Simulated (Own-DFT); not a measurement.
## Calculated data, HfO2 (monoclinic hafnia, atoms displaced)

All values are calculated (Own-DFT development build). A calculation, not a measurement: plane-wave PBE density functional theory by an unreviewed code, no spin, of a simulated periodic cell, stress positive in tension, free energy of the whole cell less one offset for each atom, hafnium file: forces about 75 meV/angstrom off all-electron values; oxygen file: force components 24 meV/angstrom off all-electron in one glass; forces on such cells passed a denser k mesh, this cell's mesh not checked; offsets are fitted by least squares, one for each functional and potential file, so energies compare only between cells with the same atoms and settings and are not formation energies; the far tail of each file's local potential was reset to the Coulomb form; each entry is a single point on an unrelaxed cell, so the pressure reflects the starting lattice, mostly measured values, from which strain is counted, and rises with the displacements; printed positions are rounded, which can move forces by about a meV/angstrom; the program is a retired in-house code; no spin-orbit coupling; before rounding, a Quantum ESPRESSO 7.3.1 run of the same cell and cutoff gave forces within 1 meV/angstrom rms on each cell, which checks the program and not the settings.

Common to all runs: functional PBE; potential files PseudoDojo norm-conserving, scalar-relativistic, standard set; wave cutoff 72 hartree; occupations Fermi-Dirac; smearing width 0.1 eV; k mesh 2 x 2 x 2 centred on Gamma.

(1) HfO2 (monoclinic hafnia, atoms displaced)

```cif
# cell vector a (Å): 10.2340 0.0000 0.0000
# cell vector b (Å): 0.0000 10.3500 0.0000
# cell vector c (Å): -1.6955 0.0000 10.4453
data_HfO2
_symmetry_space_group_name_H-M 'P 1'
_symmetry_Int_Tables_number 1
_cell_length_a 10.2340
_cell_length_b 10.3500
_cell_length_c 10.5820
_cell_angle_alpha 90.000
_cell_angle_beta 99.220
_cell_angle_gamma 90.000
_cell_volume 1106.39
loop_
_atom_site_label
_atom_site_type_symbol
_atom_site_fract_x
_atom_site_fract_y
_atom_site_fract_z
_atom_site_occupancy
Hf1 Hf 0.14130 0.02012 0.10256 1
Hf2 Hf 0.36504 0.27059 0.14906 1
Hf3 Hf 0.36307 0.48196 0.39715 1
Hf4 Hf 0.14137 0.23001 0.35435 1
O1 O 0.03647 0.16431 0.17309 1
O2 O 0.46322 0.41534 0.07875 1
O3 O 0.46400 0.33495 0.32602 1
O4 O 0.04089 0.08359 0.42394 1
O5 O 0.22433 0.38186 0.23905 1
O6 O 0.27372 0.12815 0.00981 1
O7 O 0.27329 0.11932 0.25632 1
O8 O 0.22078 0.37411 0.48938 1
Hf5 Hf 0.13831 0.02333 0.60595 1
Hf6 Hf 0.35852 0.26924 0.64462 1
Hf7 Hf 0.35946 0.47973 0.89649 1
Hf8 Hf 0.13982 0.22711 0.85591 1
O9 O 0.04000 0.16608 0.67320 1
O10 O 0.46449 0.41711 0.57691 1
O11 O 0.45953 0.33310 0.82479 1
O12 O 0.03554 0.08508 0.92068 1
O13 O 0.22077 0.37853 0.73755 1
O14 O 0.27644 0.12882 0.51308 1
O15 O 0.27562 0.11886 0.75751 1
O16 O 0.22813 0.37326 0.99155 1
Hf9 Hf 0.14018 0.52062 0.10215 1
Hf10 Hf 0.35772 0.77095 0.14587 1
Hf11 Hf 0.36495 0.97981 0.39627 1
Hf12 Hf 0.13562 0.73097 0.35681 1
O17 O 0.04008 0.66444 0.17733 1
O18 O 0.46173 0.91365 0.07824 1
O19 O 0.46362 0.83323 0.32629 1
O20 O 0.03654 0.58539 0.42241 1
O21 O 0.22626 0.87521 0.24380 1
O22 O 0.27625 0.62939 0.01207 1
O23 O 0.27429 0.62345 0.25848 1
O24 O 0.22491 0.87125 0.48815 1
Hf13 Hf 0.13377 0.52214 0.60284 1
Hf14 Hf 0.36270 0.77067 0.64368 1
Hf15 Hf 0.35943 0.97918 0.89769 1
Hf16 Hf 0.13976 0.73221 0.85561 1
O25 O 0.03996 0.66851 0.67426 1
O26 O 0.45979 0.91534 0.57395 1
O27 O 0.46473 0.83544 0.82712 1
O28 O 0.03669 0.58264 0.92410 1
O29 O 0.22682 0.88414 0.74328 1
O30 O 0.27418 0.62964 0.50401 1
O31 O 0.27339 0.62472 0.75914 1
O32 O 0.22466 0.87180 0.99043 1
Hf17 Hf 0.63883 0.01201 0.10191 1
Hf18 Hf 0.86135 0.27167 0.14653 1
Hf19 Hf 0.86195 0.48036 0.39639 1
Hf20 Hf 0.63839 0.22956 0.35561 1
O33 O 0.53632 0.16673 0.17520 1
O34 O 0.96154 0.41410 0.07429 1
O35 O 0.96335 0.33664 0.32538 1
O36 O 0.53563 0.08461 0.42314 1
O37 O 0.72224 0.37706 0.24225 1
O38 O 0.77341 0.12871 0.00985 1
O39 O 0.77315 0.11832 0.26064 1
O40 O 0.72378 0.37091 0.49255 1
Hf21 Hf 0.63589 0.02075 0.60317 1
Hf22 Hf 0.86102 0.27268 0.64726 1
Hf23 Hf 0.86291 0.47726 0.90215 1
Hf24 Hf 0.63881 0.23028 0.85303 1
O41 O 0.53689 0.16456 0.67263 1
O42 O 0.96143 0.41359 0.57615 1
O43 O 0.96151 0.33621 0.82689 1
O44 O 0.53487 0.08233 0.92311 1
O45 O 0.72362 0.38085 0.73977 1
O46 O 0.77674 0.12986 0.51180 1
O47 O 0.77532 0.12348 0.75860 1
O48 O 0.72509 0.37296 0.99113 1
Hf25 Hf 0.63421 0.51595 0.10193 1
Hf26 Hf 0.86312 0.76859 0.14836 1
Hf27 Hf 0.86239 0.97942 0.39185 1
Hf28 Hf 0.63711 0.72904 0.35467 1
O49 O 0.53787 0.66882 0.17258 1
O50 O 0.96554 0.91572 0.07472 1
O51 O 0.95929 0.83675 0.32603 1
O52 O 0.53767 0.58641 0.42231 1
O53 O 0.72307 0.88319 0.24152 1
O54 O 0.77903 0.62877 0.00970 1
O55 O 0.77292 0.62331 0.25753 1
O56 O 0.72306 0.86867 0.49210 1
Hf29 Hf 0.63857 0.52298 0.60191 1
Hf30 Hf 0.86360 0.77040 0.64273 1
Hf31 Hf 0.86329 0.98265 0.89736 1
Hf32 Hf 0.63489 0.73244 0.85170 1
O57 O 0.53715 0.66578 0.67613 1
O58 O 0.96211 0.91609 0.57766 1
O59 O 0.96149 0.83718 0.82312 1
O60 O 0.53490 0.58173 0.92093 1
O61 O 0.72786 0.87791 0.74065 1
O62 O 0.77435 0.62963 0.50873 1
O63 O 0.77637 0.62118 0.76092 1
O64 O 0.72810 0.87007 0.98551 1
```

It finds free energy of cell above offsets -97.882 eV; pressure 4.13 GPa; stress xx -4.23 GPa; stress yy -3.85 GPa; stress zz -4.3 GPa; stress yz 0.09 GPa; stress xz -0.11 GPa; stress xy -0.56 GPa.

Force:
```
element  x (eV/Å)  y (eV/Å)  z (eV/Å)
     Hf    -0.898    -0.087     0.648
     Hf    -0.178    -0.265    -0.266
     Hf    -0.299    -0.011    -0.348
     Hf    -0.667     0.004    -0.296
      O     -0.44     0.309    -0.088
      O     0.308     0.284    -0.219
      O     0.101    -0.005     0.414
      O    -0.636    -0.034    -0.398
      O     0.009    -0.381     0.222
      O     0.377     0.218    -0.065
      O     0.369     0.129     0.642
      O     0.297    -0.334    -0.182
     Hf     -0.21    -0.776    -0.358
     Hf     0.517      0.64     0.301
     Hf     0.456     0.081    -0.685
     Hf    -0.281     0.861     -0.57
      O    -0.881     0.642     0.181
      O    -0.079    -0.043      -0.1
      O      0.47    -0.184     0.384
      O     0.022    -0.073     0.267
      O    -0.024     0.165     0.148
      O     0.325     0.159     -0.55
      O     0.192     0.493     0.662
      O    -0.491    -0.542    -0.322
     Hf    -0.356     0.042     0.512
     Hf     0.688    -0.607     0.647
     Hf    -0.618    -0.425    -0.476
     Hf     0.856     0.122    -0.494
      O    -1.044     0.409    -0.466
      O     0.541       0.5    -0.134
      O     0.245     0.135     0.263
      O    -0.978    -0.452     0.216
      O    -0.416     0.782    -0.723
      O      0.12     0.052    -0.369
      O      0.37    -0.366     0.377
      O    -0.301     0.066     0.384
     Hf     0.519    -0.362      0.33
     Hf    -0.483     -0.16     0.372
     Hf     0.839     0.309    -0.461
     Hf    -0.942    -0.263    -0.444
      O    -0.567     0.114    -0.322
      O     0.903     0.305     0.435
      O    -0.131         0    -0.133
      O     0.222      0.41    -0.147
      O    -0.191    -0.689    -0.324
      O      0.18      0.08     0.911
      O       0.4    -0.378     0.247
      O    -0.368    -0.096     0.073
     Hf    -0.483     1.418     0.054
     Hf     0.028    -0.646     0.225
     Hf    -0.311    -0.127    -0.313
     Hf     0.293    -0.118     -0.13
      O    -0.005    -0.444    -0.399
      O      0.93     0.089     0.842
      O     0.506     -0.34     0.112
      O    -0.233     -0.14     0.034
      O     0.093     0.282    -0.243
      O     0.215      0.18     0.138
      O     0.354     0.437    -0.096
      O    -0.064     0.188    -0.394
     Hf     0.847    -0.303     0.399
     Hf    -0.193    -0.529     0.115
     Hf    -0.364     1.192    -1.549
     Hf    -0.516    -0.164    -0.032
      O    -0.692     0.439    -0.011
      O     0.821     0.865    -0.165
      O      1.05    -0.827     0.072
      O    -0.152     0.059    -0.166
      O    -0.295    -0.241     0.075
      O    -0.101    -0.153    -0.163
      O     0.023    -0.188     0.394
      O    -0.595    -0.576    -0.003
     Hf      0.41     1.296     0.243
     Hf     0.044    -0.222    -0.978
     Hf    -0.466     0.771     1.276
     Hf     0.187     0.485    -0.527
      O    -0.487    -0.184    -0.338
      O     0.258    -0.078     0.428
      O     1.028    -0.839     0.048
      O    -0.803    -0.571     0.087
      O      0.08    -0.808    -0.323
      O    -0.401     0.054     0.404
      O     0.468    -0.445      0.49
      O     0.009     0.351    -0.556
     Hf     0.201    -0.421     1.012
     Hf    -0.593     0.169     0.929
     Hf    -0.195    -0.619    -0.766
     Hf     1.135    -0.803     0.404
      O    -0.747     0.305      -0.8
      O     0.749     0.504    -0.367
      O     1.117    -0.431     0.501
      O    -0.206    -0.094     0.189
      O    -0.695     0.468    -0.468
      O     0.465    -0.262     -0.04
      O     0.051    -0.026    -0.233
      O    -0.612     0.264     0.892
```

(2) HfO2 (monoclinic hafnia, atoms displaced)

```cif
# cell vector a (Å): 10.2340 0.0000 0.0000
# cell vector b (Å): 0.0000 10.3500 0.0000
# cell vector c (Å): -1.6955 0.0000 10.4453
data_HfO2
_symmetry_space_group_name_H-M 'P 1'
_symmetry_Int_Tables_number 1
_cell_length_a 10.2340
_cell_length_b 10.3500
_cell_length_c 10.5820
_cell_angle_alpha 90.000
_cell_angle_beta 99.220
_cell_angle_gamma 90.000
_cell_volume 1106.39
loop_
_atom_site_label
_atom_site_type_symbol
_atom_site_fract_x
_atom_site_fract_y
_atom_site_fract_z
_atom_site_occupancy
Hf1 Hf 0.13943 0.01839 0.10117 1
Hf2 Hf 0.35855 0.26787 0.14333 1
Hf3 Hf 0.36099 0.48013 0.39878 1
Hf4 Hf 0.13489 0.22625 0.35457 1
O1 O 0.03673 0.16793 0.17658 1
O2 O 0.46820 0.41801 0.07693 1
O3 O 0.46405 0.33437 0.32955 1
O4 O 0.03752 0.08520 0.42367 1
O5 O 0.22880 0.38215 0.24183 1
O6 O 0.27929 0.13092 0.00895 1
O7 O 0.27445 0.11712 0.26231 1
O8 O 0.22881 0.37076 0.48727 1
Hf5 Hf 0.13869 0.01784 0.60369 1
Hf6 Hf 0.35896 0.27034 0.64371 1
Hf7 Hf 0.36502 0.47672 0.89416 1
Hf8 Hf 0.13830 0.23156 0.85651 1
O9 O 0.04005 0.16269 0.67247 1
O10 O 0.46319 0.41786 0.57763 1
O11 O 0.46409 0.33288 0.82709 1
O12 O 0.03664 0.08422 0.92364 1
O13 O 0.22405 0.37997 0.74016 1
O14 O 0.27620 0.12740 0.50680 1
O15 O 0.27462 0.12355 0.75904 1
O16 O 0.22178 0.36953 0.99014 1
Hf9 Hf 0.14052 0.51967 0.10466 1
Hf10 Hf 0.35982 0.77153 0.14707 1
Hf11 Hf 0.36214 0.98033 0.39607 1
Hf12 Hf 0.13936 0.73003 0.35657 1
O17 O 0.03935 0.66565 0.17242 1
O18 O 0.46378 0.91729 0.07642 1
O19 O 0.46201 0.83335 0.32583 1
O20 O 0.03514 0.58350 0.42297 1
O21 O 0.22290 0.88038 0.23612 1
O22 O 0.27632 0.63225 0.00745 1
O23 O 0.27486 0.62064 0.26042 1
O24 O 0.22525 0.87086 0.49113 1
Hf13 Hf 0.13617 0.51745 0.60466 1
Hf14 Hf 0.36267 0.76929 0.64958 1
Hf15 Hf 0.36139 0.97976 0.89614 1
Hf16 Hf 0.13955 0.73064 0.85369 1
O25 O 0.03929 0.66565 0.67263 1
O26 O 0.46221 0.91465 0.57512 1
O27 O 0.46295 0.83450 0.82602 1
O28 O 0.03971 0.58385 0.92682 1
O29 O 0.22704 0.87957 0.73849 1
O30 O 0.27770 0.63469 0.50881 1
O31 O 0.27774 0.62077 0.76011 1
O32 O 0.22323 0.87340 0.99048 1
Hf17 Hf 0.64110 0.01772 0.10490 1
Hf18 Hf 0.86259 0.26816 0.14597 1
Hf19 Hf 0.86236 0.48236 0.39469 1
Hf20 Hf 0.63840 0.23055 0.35583 1
O33 O 0.53831 0.16714 0.17406 1
O34 O 0.96099 0.41668 0.07317 1
O35 O 0.96066 0.33479 0.32514 1
O36 O 0.54037 0.08409 0.42321 1
O37 O 0.72528 0.37640 0.24179 1
O38 O 0.77663 0.12861 0.00991 1
O39 O 0.77292 0.11965 0.25924 1
O40 O 0.72812 0.37271 0.49240 1
Hf21 Hf 0.63705 0.01945 0.60311 1
Hf22 Hf 0.86070 0.27271 0.64377 1
Hf23 Hf 0.86153 0.48017 0.89439 1
Hf24 Hf 0.63694 0.22946 0.85212 1
O41 O 0.53695 0.17043 0.67447 1
O42 O 0.96366 0.41386 0.57827 1
O43 O 0.96441 0.33917 0.82523 1
O44 O 0.54048 0.08281 0.92324 1
O45 O 0.72379 0.37845 0.74302 1
O46 O 0.77627 0.12751 0.50913 1
O47 O 0.77174 0.12104 0.75955 1
O48 O 0.72429 0.37326 0.98799 1
Hf25 Hf 0.63239 0.51805 0.10479 1
Hf26 Hf 0.86225 0.76889 0.14435 1
Hf27 Hf 0.86198 0.98160 0.39754 1
Hf28 Hf 0.63772 0.73100 0.35223 1
O49 O 0.53780 0.66859 0.17370 1
O50 O 0.96174 0.91799 0.07766 1
O51 O 0.96190 0.83361 0.32861 1
O52 O 0.53245 0.58460 0.42415 1
O53 O 0.72434 0.88078 0.23940 1
O54 O 0.77404 0.62729 0.01110 1
O55 O 0.77443 0.61915 0.25672 1
O56 O 0.72022 0.87021 0.49137 1
Hf29 Hf 0.63882 0.51809 0.60728 1
Hf30 Hf 0.85690 0.76413 0.64369 1
Hf31 Hf 0.85894 0.98027 0.89556 1
Hf32 Hf 0.63762 0.73384 0.85593 1
O57 O 0.53626 0.66536 0.67252 1
O58 O 0.96256 0.91876 0.57666 1
O59 O 0.96196 0.83449 0.82736 1
O60 O 0.53589 0.58590 0.92207 1
O61 O 0.72355 0.87992 0.73757 1
O62 O 0.77657 0.62919 0.51177 1
O63 O 0.77400 0.62109 0.76060 1
O64 O 0.72495 0.86959 0.98707 1
```

Results for HfO2 (monoclinic hafnia, atoms displaced): free energy of cell above offsets -98.038 eV; pressure 3.79 GPa; stress xx -3.36 GPa; stress yy -3.82 GPa; stress zz -4.19 GPa; stress yz -0.13 GPa; stress xz -0.29 GPa; stress xy -0.05 GPa.

Force:
```
element  x (eV/Å)  y (eV/Å)  z (eV/Å)
     Hf    -0.763     0.331     0.472
     Hf         1     0.556     1.325
     Hf     0.539     0.161    -0.722
     Hf     0.538     0.806    -0.221
      O     0.167    -0.416    -0.618
      O    -1.549    -1.034    -0.093
      O     0.342    -0.368    -0.212
      O    -0.766     -0.53    -0.091
      O    -0.366     -0.61     -0.53
      O    -0.237    -0.332     0.088
      O     0.199     0.702    -0.727
      O    -0.998     -0.14     0.528
     Hf     -0.13     0.167     0.122
     Hf     0.445    -0.259     0.097
     Hf    -0.198     0.892     0.153
     Hf    -0.455    -0.484    -0.941
      O    -1.129      1.01     0.132
      O     0.268    -0.153     0.569
      O    -0.111     0.011    -0.034
      O    -0.197     0.101    -0.105
      O    -0.053    -0.139    -0.134
      O     0.096     0.244      0.55
      O     0.415    -0.249     0.392
      O     0.534     0.272     0.104
     Hf    -0.491     0.232    -0.061
     Hf     0.392     -0.32    -0.221
     Hf     0.228     -0.27       0.1
     Hf    -0.169     0.035    -0.396
      O    -0.746     0.478     0.122
      O     0.067    -0.075      0.07
      O     0.339     0.025     0.158
      O     0.087    -0.064     0.079
      O    -0.158    -0.364     0.495
      O     0.203    -0.254     0.408
      O     0.227     0.334         0
      O    -0.226     0.176    -0.454
     Hf     0.479     0.634    -0.157
     Hf     0.222    -0.132    -0.954
     Hf     0.621     0.424    -0.154
     Hf    -0.608    -0.367     0.117
      O    -0.681     0.218    -0.088
      O     0.562     0.428     0.319
      O      0.38     0.064     0.504
      O    -0.376     0.211    -0.746
      O    -0.435    -0.006     0.463
      O    -0.485    -0.805     0.228
      O     -0.03    -0.178     0.071
      O     0.027     0.026    -0.346
     Hf    -0.598      0.93    -0.058
     Hf    -0.374      0.77    -0.334
     Hf    -0.286    -0.448    -0.393
     Hf    -0.139     0.297    -0.599
      O    -0.639     0.046    -0.362
      O     0.667    -0.116     0.622
      O     0.732    -0.169     0.521
      O    -0.975    -0.554    -0.054
      O     -0.27     0.309    -0.267
      O     0.182    -0.094     0.141
      O     0.525     0.057     0.218
      O    -0.397    -0.103    -0.097
     Hf    -0.192      0.24     0.209
     Hf     0.276    -1.009     0.646
     Hf    -0.116      0.19     0.904
     Hf     0.263      0.07     0.724
      O    -0.457    -0.326    -0.794
      O     0.727     0.571    -0.197
      O     0.612    -0.794    -0.283
      O    -0.867    -0.465    -0.187
      O     0.095     0.122    -0.681
      O     0.193     0.393     0.366
      O     0.566    -0.015    -0.019
      O    -0.293    -0.359     0.062
     Hf     1.699     0.477    -0.045
     Hf     0.348    -0.339     0.256
     Hf     0.004    -0.382    -0.117
     Hf    -0.509    -0.477     0.256
      O    -0.603     0.197    -0.224
      O     0.395      0.13     0.117
      O     0.414    -0.298    -0.041
      O     0.801     0.339    -0.029
      O    -0.023    -0.546     0.045
      O     0.197     0.452    -0.084
      O     0.136     0.225     0.708
      O     0.311    -0.016     -0.32
     Hf    -0.648     0.395    -0.541
     Hf       0.9     1.478     0.634
     Hf     0.608     0.053    -0.388
     Hf     0.001    -1.019     -0.38
      O    -0.092     0.214     0.188
      O    -0.121    -0.577     0.252
      O     0.457    -0.393    -0.014
      O    -0.436    -0.232    -0.106
      O    -0.149    -0.331     0.193
      O    -0.057    -0.422    -0.415
      O     0.288     0.206     -0.11
      O    -0.176     0.337     0.421
```
